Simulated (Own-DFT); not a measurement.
# Computed records: AlN (wurtzite, atoms displaced)

Computed with Own-DFT development build. A calculation, not a measurement: plane-wave PBE density functional theory by an unreviewed code, no spin, of a simulated periodic cell, stress positive in tension, free energy of the whole cell less one offset for each atom, forces on such cells passed a denser k mesh, this cell's mesh not checked; offsets are fitted by least squares, one for each functional and potential file, so energies compare only between cells with the same atoms and settings and are not formation energies; the far tail of each file's local potential was reset to the Coulomb form; each entry is a single point on an unrelaxed cell, so the pressure reflects the starting lattice, mostly measured values (interpolated for alloys), from which strain is counted, and rises with the displacements; printed positions are rounded, which can move forces by about a meV/angstrom; the program, named Own-DFT, is a retired in-house code; no spin-orbit coupling.

Settings shared by all entries: functional PBE; potential files PseudoDojo norm-conserving, scalar-relativistic, standard set; wave cutoff 42 hartree; occupations Fermi-Dirac; smearing width 0.1 eV; hardware one NVIDIA H100; k mesh 2 x 2 x 2 centred on Gamma.

(1) 
```cif
# cell vector a (Å): 12.4480 0.0000 0.0000
# cell vector b (Å): -6.2240 10.7803 0.0000
# cell vector c (Å): 0.0000 0.0000 9.9640
data_AlN
_symmetry_space_group_name_H-M 'P 1'
_symmetry_Int_Tables_number 1
_cell_length_a 12.4480
_cell_length_b 12.4480
_cell_length_c 9.9640
_cell_angle_alpha 90.000
_cell_angle_beta 90.000
_cell_angle_gamma 120.000
_cell_volume 1337.10
loop_
_atom_site_label
_atom_site_type_symbol
_atom_site_fract_x
_atom_site_fract_y
_atom_site_fract_z
_atom_site_occupancy
Al1 Al 0.08173 0.16368 0.99814 1
Al2 Al 0.16518 0.08092 0.24870 1
N1 N 0.08147 0.16346 0.19083 1
N2 N 0.17011 0.08279 0.43957 1
Al3 Al 0.08567 0.16941 0.49819 1
Al4 Al 0.16373 0.08150 0.75494 1
N3 N 0.08283 0.16596 0.69449 1
N4 N 0.16950 0.08298 0.94072 1
Al5 Al 0.08512 0.41723 0.00004 1
Al6 Al 0.16626 0.33490 0.24904 1
N5 N 0.08241 0.41833 0.19400 1
N6 N 0.16375 0.33314 0.43978 1
Al7 Al 0.08290 0.41686 0.50025 1
Al8 Al 0.16690 0.33325 0.74918 1
N7 N 0.08148 0.41558 0.68891 1
N8 N 0.17035 0.33570 0.93900 1
Al9 Al 0.08221 0.66584 0.00147 1
Al10 Al 0.16667 0.58242 0.24952 1
N9 N 0.08337 0.66505 0.19279 1
N10 N 0.16822 0.58151 0.43889 1
Al11 Al 0.08445 0.66586 0.50499 1
Al12 Al 0.16518 0.58013 0.74966 1
N11 N 0.08208 0.66572 0.69224 1
N12 N 0.16795 0.58411 0.94251 1
Al13 Al 0.08443 0.91615 0.00229 1
Al14 Al 0.16784 0.83414 0.24903 1
N13 N 0.08416 0.91889 0.19722 1
N14 N 0.16670 0.83479 0.44208 1
Al15 Al 0.08427 0.91799 0.50008 1
Al16 Al 0.17049 0.83487 0.74829 1
N15 N 0.07843 0.91454 0.68937 1
N16 N 0.16666 0.83232 0.93663 1
Al17 Al 0.33248 0.16563 0.00068 1
Al18 Al 0.41384 0.08370 0.24878 1
N17 N 0.33624 0.16876 0.18852 1
N18 N 0.41329 0.07927 0.43949 1
Al19 Al 0.33651 0.16806 0.50000 1
Al20 Al 0.41921 0.08562 0.74920 1
N19 N 0.33401 0.16572 0.69395 1
N20 N 0.41719 0.08411 0.94324 1
Al21 Al 0.32983 0.41537 0.00008 1
Al22 Al 0.41544 0.33142 0.25018 1
N21 N 0.32940 0.41522 0.19262 1
N22 N 0.41463 0.33082 0.43755 1
Al23 Al 0.33322 0.41912 0.50206 1
Al24 Al 0.41348 0.33026 0.75114 1
N23 N 0.33247 0.41833 0.69249 1
N24 N 0.41815 0.33501 0.93736 1
Al25 Al 0.33376 0.66570 0.00300 1
Al26 Al 0.41772 0.58306 0.24733 1
N25 N 0.33361 0.66649 0.19208 1
N26 N 0.41244 0.58032 0.43982 1
Al27 Al 0.33050 0.66583 0.50238 1
Al28 Al 0.41503 0.58325 0.74797 1
N27 N 0.33136 0.66422 0.69095 1
N28 N 0.41655 0.58089 0.94243 1
Al29 Al 0.33395 0.91664 0.00195 1
Al30 Al 0.41644 0.83590 0.25174 1
N29 N 0.33619 0.91510 0.19207 1
N30 N 0.41578 0.83320 0.44236 1
Al31 Al 0.33373 0.91611 0.49914 1
Al32 Al 0.41572 0.83334 0.75155 1
N31 N 0.33224 0.91672 0.68945 1
N32 N 0.41517 0.83590 0.94126 1
Al33 Al 0.58249 0.16484 0.00066 1
Al34 Al 0.66822 0.08502 0.25073 1
N33 N 0.58405 0.16804 0.19051 1
N34 N 0.66532 0.08156 0.44047 1
Al35 Al 0.58410 0.16992 0.50130 1
Al36 Al 0.66986 0.08651 0.74771 1
N35 N 0.58108 0.16544 0.68858 1
N36 N 0.66814 0.08336 0.93930 1
Al37 Al 0.58411 0.41606 0.99832 1
Al38 Al 0.66752 0.33550 0.24991 1
N37 N 0.58405 0.41621 0.18980 1
N38 N 0.66370 0.33145 0.43889 1
Al39 Al 0.58496 0.41737 0.49935 1
Al40 Al 0.66683 0.33429 0.75161 1
N39 N 0.58288 0.41414 0.69026 1
N40 N 0.66982 0.33619 0.94101 1
Al41 Al 0.58196 0.66467 0.00034 1
Al42 Al 0.67107 0.58699 0.24987 1
N41 N 0.58316 0.66705 0.19039 1
N42 N 0.66949 0.58318 0.44074 1
Al43 Al 0.58605 0.66823 0.50227 1
Al44 Al 0.66846 0.58436 0.74914 1
N43 N 0.58439 0.66801 0.69578 1
N44 N 0.66629 0.58103 0.93919 1
Al45 Al 0.58605 0.91912 0.00391 1
Al46 Al 0.66723 0.83332 0.24916 1
N45 N 0.58534 0.91819 0.19075 1
N46 N 0.66782 0.83238 0.44274 1
Al47 Al 0.58453 0.91856 0.49922 1
Al48 Al 0.66682 0.83683 0.74820 1
N47 N 0.58305 0.91626 0.69197 1
N48 N 0.66599 0.83309 0.94138 1
Al49 Al 0.83450 0.16572 0.99812 1
Al50 Al 0.91371 0.08403 0.25041 1
N49 N 0.83396 0.16486 0.19097 1
N50 N 0.91626 0.08330 0.44200 1
Al51 Al 0.83064 0.16553 0.50054 1
Al52 Al 0.91643 0.08267 0.75150 1
N51 N 0.83290 0.16573 0.69198 1
N52 N 0.91397 0.08321 0.94076 1
Al53 Al 0.83162 0.41766 0.00419 1
Al54 Al 0.91547 0.33150 0.24433 1
N53 N 0.83114 0.41451 0.18890 1
N54 N 0.91690 0.33603 0.44161 1
Al55 Al 0.83295 0.41863 0.49850 1
Al56 Al 0.91557 0.33142 0.74682 1
N55 N 0.83606 0.41879 0.68957 1
N56 N 0.91471 0.33295 0.93910 1
Al57 Al 0.83615 0.66412 0.99673 1
Al58 Al 0.91607 0.58196 0.25144 1
N57 N 0.83401 0.66665 0.19111 1
N58 N 0.91785 0.58256 0.43990 1
Al59 Al 0.83604 0.66689 0.49879 1
Al60 Al 0.91978 0.58292 0.74934 1
N59 N 0.83120 0.66469 0.69036 1
N60 N 0.91724 0.58209 0.93814 1
Al61 Al 0.83169 0.91483 0.00186 1
Al62 Al 0.91962 0.83590 0.24858 1
N61 N 0.83244 0.91668 0.19086 1
N62 N 0.91502 0.83124 0.44153 1
Al63 Al 0.83374 0.92049 0.49865 1
Al64 Al 0.91441 0.83350 0.74701 1
N63 N 0.83180 0.91394 0.68754 1
N64 N 0.91739 0.83034 0.93728 1
_calc_free_energy_of_cell_above_offsets '-62.328'  # eV
_calc_pressure 3.77  # GPa
_calc_stress_xx -3.77  # GPa
_calc_stress_yy -3.64  # GPa
_calc_stress_zz -3.9  # GPa
_calc_stress_yz 0.35  # GPa
_calc_stress_xz 0.02  # GPa
_calc_stress_xy -0.1  # GPa
_calc_wall_time 406.2  # s
```

Force:
```csv
element,x (eV/Å),y (eV/Å),z (eV/Å)
Al,0.038,0.562,0.247
Al,0.278,1.301,0.547
N,-0.216,0.491,-0.203
N,-0.742,0.469,0.148
Al,0.19,-0.715,0.276
Al,0.626,-0.196,-1.16
N,0.003,0.12,-0.48
N,-0.808,-0.313,0.64
Al,-0.518,-0.138,-0.056
Al,-0.155,-0.663,0.271
N,0.243,-0.56,-0.909
N,0.542,0.14,0.226
Al,-0.178,-0.1,-0.355
Al,-0.258,0.077,-0.008
N,0.353,-0.126,0.347
N,-1.044,-1.03,0.217
Al,0.341,0.081,-0.265
Al,0.145,0.396,0.247
N,-0.352,0.424,-0.343
N,-0.776,0.362,0.521
Al,-0.002,0.163,-1.071
Al,-0.133,0.363,0.406
N,0.809,0.291,-0.015
N,-0.128,-0.225,-0.224
Al,-0.127,-0.301,-0.461
Al,0.155,-0.432,0.669
N,0.578,-0.725,-1.449
N,0.282,-0.641,-0.159
Al,-0.282,-0.233,-0.027
Al,-1.179,-0.227,-0.098
N,0.914,0.471,0.34
N,-0.012,0.228,1.121
Al,0.509,0.848,-0.395
Al,0.985,-0.011,0.19
N,-0.82,-0.698,0.138
N,0.518,0.95,0.071
Al,-0.367,-0.523,0.268
Al,-0.425,-0.74,0.449
N,-0.603,-0.178,-0.482
N,0.016,-0.239,-0.385
Al,1.263,0.247,0.202
Al,0.001,0.734,-0.32
N,0.739,0.091,-0.499
N,0.085,0.761,0.806
Al,0.136,-0.812,-0.472
Al,0.345,0.74,-0.372
N,0.327,-0.53,-0.398
N,-0.377,-0.509,0.934
Al,0.046,0.452,-0.419
Al,-0.341,-0.114,0.564
N,-0.002,0.305,0.007
N,0.767,1.016,0.235
Al,0.672,0.099,-0.582
Al,0.587,0.186,0.716
N,-0.22,0.508,0.205
N,-0.498,0.395,-0.229
Al,-0.298,0.046,-0.361
Al,1.069,-0.833,0.096
N,-1.36,0.599,-0.299
N,0.377,-0.091,-0.067
Al,-0.333,-0.038,0.168
Al,0.065,0,-0.132
N,0.626,0.321,0.105
N,0.979,-0.548,0.211
Al,0.291,0.602,-0.069
Al,-0.433,-0.13,-0.202
N,0.005,-0.267,0.226
N,-0.114,0.685,0.142
Al,-0.213,-1.032,-0.676
Al,-0.701,-0.839,0.435
N,0.753,0.601,0.433
N,-0.233,0.184,0.1
Al,-0.332,0.067,0.155
Al,-0.31,-0.606,-0.196
N,-0.392,0.446,0.13
N,0.549,0.593,0.177
Al,-0.594,-0.204,0.035
Al,0.366,0.066,-0.249
N,-0.457,0.334,-0.088
N,-0.322,-0.912,-0.061
Al,0.396,0.146,-0.435
Al,-0.635,-0.788,-0.086
N,0.353,-0.032,0.133
N,-0.444,0.118,-0.008
Al,-0.387,-0.65,-0.046
Al,-0.361,-0.579,0.153
N,-0.271,-0.142,-0.732
N,0.173,0.508,0.342
Al,-0.414,-0.461,-0.888
Al,-0.212,-0.158,0.339
N,-0.254,-0.06,0.579
N,-0.521,0.395,-0.489
Al,-0.135,-0.838,0.288
Al,0.355,-0.669,0.542
N,-0.403,0.519,-0.397
N,0.026,0.021,0.005
Al,-0.748,0.494,0.182
Al,1.041,-0.379,0.181
N,-0.579,0.406,-0.381
N,-0.052,0.577,-0.219
Al,0.414,0.62,-0.176
Al,-0.062,-0.373,-0.43
N,0.276,0.032,-0.458
N,0.968,-0.478,-0.028
Al,0.673,-0.203,-1.146
Al,-0.076,0.292,1.04
N,0.285,0.477,0.7
N,-0.134,-0.794,-0.476
Al,0.111,-0.478,0.209
Al,-0.176,0.487,0.443
N,-0.424,-0.648,-0.092
N,0.504,0.143,0.4
Al,-0.975,0.175,0.209
Al,0.154,0.15,-0.193
N,0.546,0.363,-0.443
N,0.007,0.27,0.174
Al,-0.278,-0.029,0.343
Al,-1.059,0.051,0.002
N,0.783,0.231,-0.11
N,0.303,-0.069,0.504
Al,0.27,-0.2,-0.517
Al,-0.683,-0.677,0.661
N,0.356,0.097,0.099
N,0.063,0.793,-0.374
Al,0.649,-1.022,0.058
Al,0.36,-0.652,0.081
N,-0.352,0.958,0.481
N,-0.349,0.718,0.791
```

(2) 
```cif
# cell vector a (Å): 12.4480 0.0000 0.0000
# cell vector b (Å): -6.2240 10.7803 0.0000
# cell vector c (Å): 0.0000 0.0000 9.9640
data_AlN
_symmetry_space_group_name_H-M 'P 1'
_symmetry_Int_Tables_number 1
_cell_length_a 12.4480
_cell_length_b 12.4480
_cell_length_c 9.9640
_cell_angle_alpha 90.000
_cell_angle_beta 90.000
_cell_angle_gamma 120.000
_cell_volume 1337.10
loop_
_atom_site_label
_atom_site_type_symbol
_atom_site_fract_x
_atom_site_fract_y
_atom_site_fract_z
_atom_site_occupancy
Al1 Al 0.08517 0.17095 0.99756 1
Al2 Al 0.16591 0.08386 0.25176 1
N1 N 0.08606 0.17121 0.18914 1
N2 N 0.16701 0.08257 0.44132 1
Al3 Al 0.08420 0.16415 0.50141 1
Al4 Al 0.16822 0.08093 0.74958 1
N3 N 0.08525 0.16698 0.69136 1
N4 N 0.16548 0.08286 0.94378 1
Al5 Al 0.08391 0.41567 0.99794 1
Al6 Al 0.16848 0.33498 0.24735 1
N5 N 0.08222 0.41157 0.19536 1
N6 N 0.16382 0.33126 0.43913 1
Al7 Al 0.08177 0.41472 0.50326 1
Al8 Al 0.16802 0.33313 0.74998 1
N7 N 0.08487 0.41611 0.69268 1
N8 N 0.16695 0.33573 0.94390 1
Al9 Al 0.08466 0.66677 0.99938 1
Al10 Al 0.16486 0.58540 0.25100 1
N9 N 0.08546 0.66929 0.19009 1
N10 N 0.16630 0.58241 0.44125 1
Al11 Al 0.08465 0.66558 0.50264 1
Al12 Al 0.16713 0.58444 0.75179 1
N11 N 0.08266 0.66671 0.68887 1
N12 N 0.16683 0.58206 0.93925 1
Al13 Al 0.08119 0.91844 0.99738 1
Al14 Al 0.16604 0.83403 0.25229 1
N13 N 0.08116 0.91296 0.19169 1
N14 N 0.16911 0.83518 0.43838 1
Al15 Al 0.08145 0.91718 0.50117 1
Al16 Al 0.16546 0.82998 0.75148 1
N15 N 0.08549 0.91815 0.68930 1
N16 N 0.16699 0.83206 0.94099 1
Al17 Al 0.33565 0.16799 0.00115 1
Al18 Al 0.41871 0.08276 0.24864 1
N17 N 0.33257 0.16454 0.19046 1
N18 N 0.41522 0.08313 0.43573 1
Al19 Al 0.33401 0.16693 0.49933 1
Al20 Al 0.41430 0.08116 0.74791 1
N19 N 0.33112 0.16584 0.69150 1
N20 N 0.41752 0.08495 0.94290 1
Al21 Al 0.33369 0.41514 0.00267 1
Al22 Al 0.41600 0.33072 0.24829 1
N21 N 0.33581 0.41849 0.19124 1
N22 N 0.42134 0.33401 0.43921 1
Al23 Al 0.33253 0.41451 0.50302 1
Al24 Al 0.41459 0.33582 0.75244 1
N23 N 0.33331 0.41693 0.68854 1
N24 N 0.41749 0.33590 0.94415 1
Al25 Al 0.33635 0.66951 0.00150 1
Al26 Al 0.41532 0.58113 0.24951 1
N25 N 0.33540 0.67019 0.19144 1
N26 N 0.41451 0.58367 0.44007 1
Al27 Al 0.33384 0.66567 0.50039 1
Al28 Al 0.41610 0.58214 0.74808 1
N27 N 0.33907 0.66750 0.69045 1
N28 N 0.41470 0.58143 0.94360 1
Al29 Al 0.33146 0.91601 0.00120 1
Al30 Al 0.41604 0.83111 0.25083 1
N29 N 0.33411 0.91942 0.19233 1
N30 N 0.41759 0.83366 0.44158 1
Al31 Al 0.33259 0.91574 0.50405 1
Al32 Al 0.41728 0.83126 0.74824 1
N31 N 0.33207 0.91716 0.69301 1
N32 N 0.42117 0.83516 0.94059 1
Al33 Al 0.58229 0.16588 0.99573 1
Al34 Al 0.66576 0.08399 0.25067 1
N33 N 0.58218 0.17014 0.19196 1
N34 N 0.66689 0.08301 0.44026 1
Al35 Al 0.58577 0.16882 0.50117 1
Al36 Al 0.66728 0.08214 0.75055 1
N35 N 0.58428 0.16552 0.69040 1
N36 N 0.66626 0.08131 0.94240 1
Al37 Al 0.58372 0.41653 0.99986 1
Al38 Al 0.66831 0.33396 0.24971 1
N37 N 0.58214 0.41606 0.19109 1
N38 N 0.66660 0.33344 0.44137 1
Al39 Al 0.58604 0.41730 0.50343 1
Al40 Al 0.66511 0.33187 0.75117 1
N39 N 0.58544 0.41734 0.69222 1
N40 N 0.66664 0.33306 0.94034 1
Al41 Al 0.58339 0.66896 0.00100 1
Al42 Al 0.66980 0.58305 0.24898 1
N41 N 0.58398 0.66558 0.19357 1
N42 N 0.66607 0.58591 0.43768 1
Al43 Al 0.58550 0.67009 0.49766 1
Al44 Al 0.66802 0.58565 0.75069 1
N43 N 0.58412 0.66554 0.68939 1
N44 N 0.66423 0.58176 0.94195 1
Al45 Al 0.58397 0.91695 0.00240 1
Al46 Al 0.66517 0.83317 0.24978 1
N45 N 0.58035 0.91391 0.19041 1
N46 N 0.66417 0.83277 0.44161 1
Al47 Al 0.58433 0.92016 0.50441 1
Al48 Al 0.67010 0.83410 0.74750 1
N47 N 0.58113 0.91676 0.69146 1
N48 N 0.66564 0.83124 0.94170 1
Al49 Al 0.83265 0.16593 0.99816 1
Al50 Al 0.91424 0.08426 0.24933 1
N49 N 0.83668 0.16825 0.18963 1
N50 N 0.91652 0.08513 0.44172 1
Al51 Al 0.83280 0.16398 0.49593 1
Al52 Al 0.91691 0.08501 0.75003 1
N51 N 0.83550 0.16673 0.69217 1
N52 N 0.92020 0.08610 0.94082 1
Al53 Al 0.83597 0.41615 0.99858 1
Al54 Al 0.91387 0.33301 0.24765 1
N53 N 0.83953 0.41648 0.19350 1
N54 N 0.91761 0.33574 0.44035 1
Al55 Al 0.83462 0.41913 0.49726 1
Al56 Al 0.91678 0.33275 0.75182 1
N55 N 0.83313 0.42156 0.69276 1
N56 N 0.91419 0.33207 0.93653 1
Al57 Al 0.83550 0.66884 0.00110 1
Al58 Al 0.91743 0.58165 0.25017 1
N57 N 0.83490 0.66807 0.18958 1
N58 N 0.92075 0.58460 0.43983 1
Al59 Al 0.83203 0.66561 0.50114 1
Al60 Al 0.91670 0.58431 0.75117 1
N59 N 0.83360 0.66746 0.69019 1
N60 N 0.91579 0.58568 0.94318 1
Al61 Al 0.82976 0.91341 0.00272 1
Al62 Al 0.91854 0.83371 0.24543 1
N61 N 0.83442 0.91795 0.18927 1
N62 N 0.91848 0.83153 0.44471 1
Al63 Al 0.82929 0.91245 0.50336 1
Al64 Al 0.91723 0.83323 0.75141 1
N63 N 0.83432 0.91745 0.69314 1
N64 N 0.91580 0.83304 0.94649 1
_calc_free_energy_of_cell_above_offsets '-62.119'  # eV
_calc_pressure 3.82  # GPa
_calc_stress_xx -3.56  # GPa
_calc_stress_yy -4.09  # GPa
_calc_stress_zz -3.8  # GPa
_calc_stress_yz -0.18  # GPa
_calc_stress_xz -0.07  # GPa
_calc_stress_xy 0.34  # GPa
_calc_wall_time 367  # s
```

Force:
```csv
element,x (eV/Å),y (eV/Å),z (eV/Å)
Al,0.196,-0.694,0.622
Al,0.002,-0.201,-0.612
N,-0.103,-1.011,0.159
N,-0.086,0.072,0.035
Al,-0.525,0.561,-0.328
Al,-0.715,0.448,0.507
N,-0.017,-0.24,0.201
N,0.384,0.485,-0.678
Al,-0.553,0.172,0.83
Al,0.161,-0.252,0.737
N,-0.773,1.445,-1.194
N,0.66,0.118,0.549
Al,0.252,0.126,-0.703
Al,-0.211,-0.061,0.196
N,-0.317,0.222,0.153
N,0.672,-0.14,-0.894
Al,-0.21,-0.09,0.281
Al,0.782,-0.704,-0.095
N,-0.245,-0.413,-0.089
N,0.101,0.065,0.334
Al,-0.084,0.593,-0.885
Al,0.475,-0.181,-0.577
N,0.292,-0.18,0.743
N,-0.054,0.404,0.45
Al,0.859,-0.297,0.855
Al,0.403,0.2,-0.378
N,0.164,1.048,-0.422
N,-0.418,-0.463,1.079
Al,0.95,-0.236,-0.398
Al,-0.195,0.654,-0.192
N,-0.181,-0.761,0.706
N,-0.495,0.239,-0.14
Al,-0.544,-0.257,0.024
Al,-0.723,0.199,0.099
N,-0.104,0.17,0.096
N,0.662,0.019,1.379
Al,0.168,0.074,-0.163
Al,0.21,0.652,0.542
N,0.622,0.554,-0.062
N,-0.143,-0.493,-0.724
Al,-0.384,0.619,0.04
Al,0.029,0.297,0.34
N,-0.073,-0.623,0.01
N,-0.777,-0.092,0.467
Al,-0.017,0.18,-1.435
Al,0.973,-0.446,-0.198
N,-0.053,-0.06,0.709
N,0.09,-0.608,-0.576
Al,-0.189,-0.381,-0.165
Al,0.106,0.644,0.24
N,-0.264,-1.077,-0.102
N,0.73,-0.381,0.247
Al,-0.232,0.225,-0.283
Al,0.543,0.208,0.683
N,-1.344,-0.295,0.06
N,0.229,0.275,-0.547
Al,0.617,0.228,0.064
Al,-0.556,0.817,0.292
N,0.258,-0.871,-0.403
N,-0.085,0.067,0.364
Al,0.075,0.35,-0.988
Al,-0.378,0.428,0.551
N,0.396,-0.649,-0.036
N,-0.934,-0.189,-0.149
Al,0.264,0.213,0.811
Al,0.026,-0.08,-0.526
N,1.135,-0.469,-0.605
N,-0.124,0.235,0.058
Al,-0.565,-0.5,-0.48
Al,0.015,0.208,0.095
N,-0.292,-0.043,0.263
N,-0.071,0.324,-0.234
Al,0.078,0.173,0.229
Al,-0.303,0.27,0.03
N,0.701,0.092,-0.174
N,0.395,0.334,-0.119
Al,-0.485,0.287,-0.568
Al,0.319,0.372,-0.196
N,-0.685,-0.07,0.207
N,0.25,0.01,0.276
Al,0.073,-1.038,0.244
Al,-0.671,-0.028,-0.117
N,-0.139,0.281,-0.327
N,0.717,-0.465,0.63
Al,-0.597,-1.08,0.059
Al,0.085,-0.521,0.215
N,-0.212,0.406,0.03
N,0.422,0.676,-0.076
Al,0.088,-0.205,-0.293
Al,0.321,-0.146,0.103
N,0.381,0.792,0.3
N,0.168,0.779,0.009
Al,-0.186,-0.744,-0.765
Al,-0.948,-0.416,0.55
N,0.981,0.094,0.148
N,-0.083,0.632,-0.432
Al,0.324,0.011,0.158
Al,1.273,0.154,0.088
N,-1.296,-0.372,-0.09
N,0.532,-1.122,-0.133
Al,-0.198,1.138,0.71
Al,0.667,-0.071,0.203
N,-0.71,-0.039,-0.505
N,-0.596,-0.748,-0.024
Al,-0.772,0.304,0.15
Al,1.836,-0.347,0.98
N,-1.913,0.347,-1.005
N,-0.256,-0.74,0.161
Al,0.141,-0.284,0.657
Al,-0.363,0.392,-1.062
N,0.583,-1.009,-0.36
N,0.615,0.139,0.94
Al,-0.687,-0.7,-0.003
Al,0.057,0.811,-0.122
N,0.264,-0.533,0.309
N,-0.814,0.002,0.117
Al,0.371,0.008,-0.451
Al,-0.171,0.082,0.1
N,0.071,0.128,0.379
N,0.761,-0.406,-0.291
Al,0.286,1.016,-0.542
Al,-0.494,-0.104,1.061
N,-0.354,-0.236,0.669
N,-1.062,0.24,-0.738
Al,0.647,0.715,-0.719
Al,0.127,0.166,0.034
N,0.153,0.022,-0.116
N,-0.156,0.15,-1.125
```
